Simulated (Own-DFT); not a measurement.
# Which defects push the lattice out? C40 NbSi2

Everything here is calculated. The program is Own-DFT (plane waves, in-house, since retired, never reviewed by a person); positions were held fixed, and spin and spin-orbit coupling were off.

Method: PBEsol; PseudoDojo norm-conserving scalar-relativistic files, made for PBE; cutoff 42 hartree; 4 x 4 x 5 k mesh centred on Gamma; cold (Marzari-Vanderbilt) smearing of 0.2 eV.

Keep in mind: forces on such cells failed a check on a denser k mesh; stress not checked against mesh or cutoff.

All runs share one cell, with vectors in Å (0.000, 8.324, 0.000); (-9.613, 0.000, 0.000); (0.000, 0.000, 6.586) and a volume of 527.0 Å³. The atoms are randomly displaced, by u rms on each axis. The defect's site can differ from row to row.

| cell | formula | u (Å) | P (GPa) |
|---|---|---|---|
| no defect | Nb12Si24 | 0.0182 | -2.15 |
| no defect | Nb12Si24 | 0.0449 | -1.45 |
| no defect | Nb12Si24 | 0.0483 | -1.24 |
| two Si on a Nb site each | Nb10Si26 | 0.0321 | -1.62 |
| two Si on a Nb site each | Nb10Si26 | 0.0333 | -1.58 |
| two Si on a Nb site each | Nb10Si26 | 0.0449 | ? |
| two Si on a Nb site each | Nb10Si26 | 0.0554 | -0.47 |
| one Si vacancy | Nb12Si23 | 0.0307 | -2.57 |
| one Si vacancy | Nb12Si23 | 0.0311 | -2.51 |
| one Si vacancy | Nb12Si23 | 0.0501 | -1.57 |
| two Nb on a Si site each | Nb14Si22 | 0.0285 | 3.37 |
| two Nb on a Si site each | Nb14Si22 | 0.0319 | 3.50 |
| two Nb on a Si site each | Nb14Si22 | 0.0538 | 4.59 |

## Analysis

P = P0 + c u² + a shift for each defect gives P0 = -2.47 GPa, c = 549 ± 25 GPa/Å² and a scatter of 0.08 GPa. The shifts, and each times the cell's volume:

- two Nb on a Si site each: 5.43 ± 0.06 GPa, 17.9 eV (8.9 eV for each of its 2 sites)
- two Si on a Nb site each: 0.30 ± 0.06 GPa, 1.0 eV (0.5 eV for each of its 2 sites)
- one Si vacancy: -0.55 ± 0.06 GPa, -1.8 eV

A positive shift means that the defect pushes the cell outwards. Shift times volume (160.2 GPa Å³ is 1 eV) depends little on the cell's size, so, taken for each site, it can be compared between cells at like pressure. The atoms around the defects weren't relaxed, which would change these numbers.

## Check

Question: what pressure belongs in the blank (two Si on a Nb site each, u = 0.0449 Å)?

From the fit: -1.07 ± 0.09 GPa. The run itself gave -1.22 GPa.
